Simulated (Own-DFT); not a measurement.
# Response to strain: wurtzite AlN, 72 atoms (Al36N36)

These are calculations, not measurements. The program, named Own-DFT, is a retired in-house plane-wave density functional code that no person has reviewed. Each row is one single-point run on a periodic cell that was not relaxed, without spin or spin-orbit coupling.

Settings of every run: PBE; PseudoDojo norm-conserving scalar-relativistic files; cutoff 42 hartree; 4 x 4 x 3 k mesh centred on Gamma; Gaussian smearing of 0.01 eV.

Known limits: k mesh not checked against a denser one; stress not checked against mesh or cutoff.

Unstrained cell vectors in Å: (9.336, 0.000, 0.000); (-4.668, 8.085, 0.000); (0.000, 0.000, 9.964). The unstrained cell has measured lattice constants (interpolated for alloys), not those of this functional. That, the random moves and any unrelaxed bonds set the pressure at no strain. Each run strains this cell uniformly, with the atoms carried along. Every atom was also moved at random, by a Gaussian of width 0.05 Å on each axis. Strain is the symmetric tensor, in per cent. Stress is positive in tension, and the pressure is minus a third of its trace.

```
run  e_xx (%)  e_yy (%)  e_zz (%)  e_yz (%)  e_xz (%)  e_xy (%)  s_xx (GPa)  s_yy (GPa)  s_zz (GPa)  s_yz (GPa)  s_xz (GPa)  s_xy (GPa)  P (GPa)  E (meV/atom)
  1      1.91     -0.98     -1.60     -1.50      0.08      0.34        0.71      -10.04      -13.58       -4.04        0.46        0.85     7.64          37.0
  2     -1.93      1.62     -1.06     -0.10      1.84      0.28      -14.91       -0.43      -12.09       -0.85        4.91        0.19     9.14          41.3
  3      1.32     -1.76      0.71      1.15      0.50     -0.67       -0.14      -13.35       -3.93        2.91        0.93       -3.24     5.81          32.0
  4     -1.87     -1.66     -1.64      1.59     -1.32      1.07      -17.61      -16.69      -20.24        4.70       -3.62        4.81    18.18          61.9
  5      0.50     -0.46     -1.17     -1.86      0.58     -1.95       -6.71       -9.32      -10.76       -4.14        1.94       -8.08     8.93          47.5
  6      0.05     -0.91      1.93     -0.61     -1.41      0.54       -3.90       -9.98        3.14       -1.23       -2.69        0.78     3.58          10.0
  7     -0.67      1.88     -1.47     -0.24     -1.97     -1.03       -9.44        1.84      -12.06       -0.60       -6.44       -4.62     6.55          28.2
  8     -1.66      1.94     -0.75      1.38     -0.92      1.33      -12.67        0.72       -7.49        3.79       -2.29        5.60     6.48          15.3
  9      1.52      1.95      0.66     -0.10      0.03     -0.55        3.10        4.54        1.46        0.33        0.15       -0.41    -3.03           0.0
 10      0.08     -0.21      0.17      1.57      1.20     -0.38       -4.98       -6.04       -5.49        3.80        2.99       -3.12     5.50          16.2
 11      1.23      1.07     -0.19      1.57     -0.14      0.06        1.32        0.22       -6.15        3.80        0.13       -0.29     1.54          16.2
 12      1.26     -1.75     -0.01     -0.53      0.41     -0.46        0.64      -15.35       -7.25       -1.72        0.61       -3.11     7.32          28.0
 13      0.32     -1.34     -1.40      0.14     -0.73     -1.88       -8.46      -13.21      -11.69        1.57       -1.10       -8.75    11.12          35.2
 14      0.84     -0.11     -0.07      1.93      1.17      0.10       -2.82       -5.37       -4.61        5.26        3.27        1.16     4.27          20.7
 15      0.67     -0.13      1.29     -1.28     -0.07      0.30       -2.87       -4.88        1.51       -2.07        1.34        0.32     2.08          14.0
 16      0.43      1.83     -1.73      1.47      0.13     -1.03       -3.77        1.34      -12.35        3.66        0.63       -5.07     4.93          30.1
 17      0.13     -1.17      1.44     -1.65      1.22     -1.40       -4.55      -10.55       -0.90       -4.26        3.16       -4.17     5.34          20.8
 18      1.81     -1.24      1.43     -0.19     -0.97      1.67           ?           ?           ?           ?           ?           ?        ?             ?
```

E is the free energy for each atom above the lowest run shown.

## Worked fit

Each stress component was fitted by least squares to a constant and the strains of the runs shown, as fractions, with shears doubled. Shear strains stay in the fit of a normal stress only where such slopes are resolved. The slopes, in GPa:

| stress | at no strain | per e_xx | per e_yy | per e_zz | scatter |
|---|---|---|---|---|---|
| s_xx | -5.9 | 471 ± 23 | 78 ± 18 | 114 ± 22 | 0.99 |
| s_yy | -6.2 | 78 ± 17 | 488 ± 13 | 65 ± 16 | 0.73 |
| s_zz | -6.0 | 111 ± 30 | 127 ± 24 | 500 ± 29 | 1.31 |

Each shear stress against twice its own strain: yz 127 ± 6, xz 131 ± 9, xy 201 ± 19 GPa. These are stiffnesses along x, y and z of the frame in which the cell vectors are given, which need not be the crystal's axes. The atoms are held to the strained lattice; where symmetry lets them move under strain, relaxing them would lower some slopes. The table should be nearly symmetric about its diagonal, and what it lacks of that shows the noise. A ninth of its sum, 226 ± 4 GPa, estimates the bulk modulus near the mean pressure of these runs, 6.2 GPa, so it lies above the value at zero pressure.

## Withheld run

Question: what normal stresses and pressure should run 18 give?

The fit gives s_xx = 3.2, s_yy = -9.9, s_zz = 1.5 and P = 1.7 GPa. The calculation gave 1.28, -5.59, -0.87 and P = 1.72 GPa. This run lies off the fit, by chance or by something that the fit leaves out.
